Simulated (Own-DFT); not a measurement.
# Which defects push the lattice out? 4H SiC

Everything here is calculated. The program is Own-DFT (plane waves, in-house, since retired, never reviewed by a person); positions were held fixed, and spin and spin-orbit coupling were off.

Common settings: PBE; PseudoDojo norm-conserving scalar-relativistic files; cutoff 42 hartree; 4 x 4 x 3 k mesh centred on Gamma; Fermi-Dirac smearing of 0.1 eV.

Keep in mind (not all hold for every row): some atoms lie very close together; not probed for a lower state with spin; forces on such cells passed a denser k mesh, each cell not checked; stress not checked against mesh or cutoff.

All runs share one cell, with vectors in Å (9.248, 0.000, 0.000); (-4.624, 8.009, 0.000); (0.000, 0.000, 10.068) and a volume of 745.7 Å³. Atoms were moved at random from their sites; u is the rms move along one axis. The defect's site can differ from row to row.

| cell | formula | u (Å) | P (GPa) |
|---|---|---|---|
| no defect | C36Si36 | 0.0302 | 3.84 |
| no defect | C36Si36 | 0.0611 | 6.04 |
| no defect | C36Si36 | 0.0621 | 6.72 |
| two N on a C site each | C34N2Si36 | 0.0299 | 2.64 |
| two N on a C site each | C34N2Si36 | 0.0509 | 4.36 |
| two N on a C site each | C34N2Si36 | 0.0514 | 4.07 |
| one C on a Si site and one Si on a C site | C36Si36 | 0.0260 | ? |
| one C on a Si site and one Si on a C site | C36Si36 | 0.0282 | 7.17 |
| one C on a Si site and one Si on a C site | C36Si36 | 0.0462 | 8.31 |
| one C on a Si site and one Si on a C site | C36Si36 | 0.0515 | 8.55 |
| two Al on a Si site each | Al2C36Si34 | 0.0308 | 5.81 |
| two Al on a Si site each | Al2C36Si34 | 0.0309 | 5.70 |
| two Al on a Si site each | Al2C36Si34 | 0.0491 | 7.32 |
| one Al on a Si site and one N on a C site | AlC35NSi35 | 0.0452 | 5.05 |
| one Al on a Si site and one N on a C site | AlC35NSi35 | 0.0499 | 5.12 |
| one Al on a Si site and one N on a C site | AlC35NSi35 | 0.0520 | 5.57 |

## Working it out

P = P0 + c u² + a shift for each defect gives P0 = 3.01 GPa, c = 890 ± 61 GPa/Å² and a scatter of 0.20 GPa. The shifts, and each times the cell's volume:

- one C on a Si site and one Si on a C site: 3.34 ± 0.18 GPa, 15.6 eV
- two Al on a Si site each: 1.98 ± 0.19 GPa, 9.2 eV (4.6 eV for each of its 2 sites)
- one Al on a Si site and one N on a C site: 0.09 ± 0.17 GPa, 0.4 eV (not resolved)
- two N on a C site each: -1.14 ± 0.17 GPa, -5.3 eV (-2.7 eV for each of its 2 sites)

A positive shift means that the defect pushes the cell outwards. Shift times volume (160.2 GPa Å³ is 1 eV) depends little on the cell's size, so, taken for each site, it can be compared between cells at like pressure. The atoms around the defects weren't relaxed, which would change these numbers.

## Withheld run

Asked: what pressure belongs in the blank (one C on a Si site and one Si on a C site, u = 0.0260 Å)?

The fitted form gives 6.96 ± 0.25 GPa. The run itself gave 7.30 GPa.
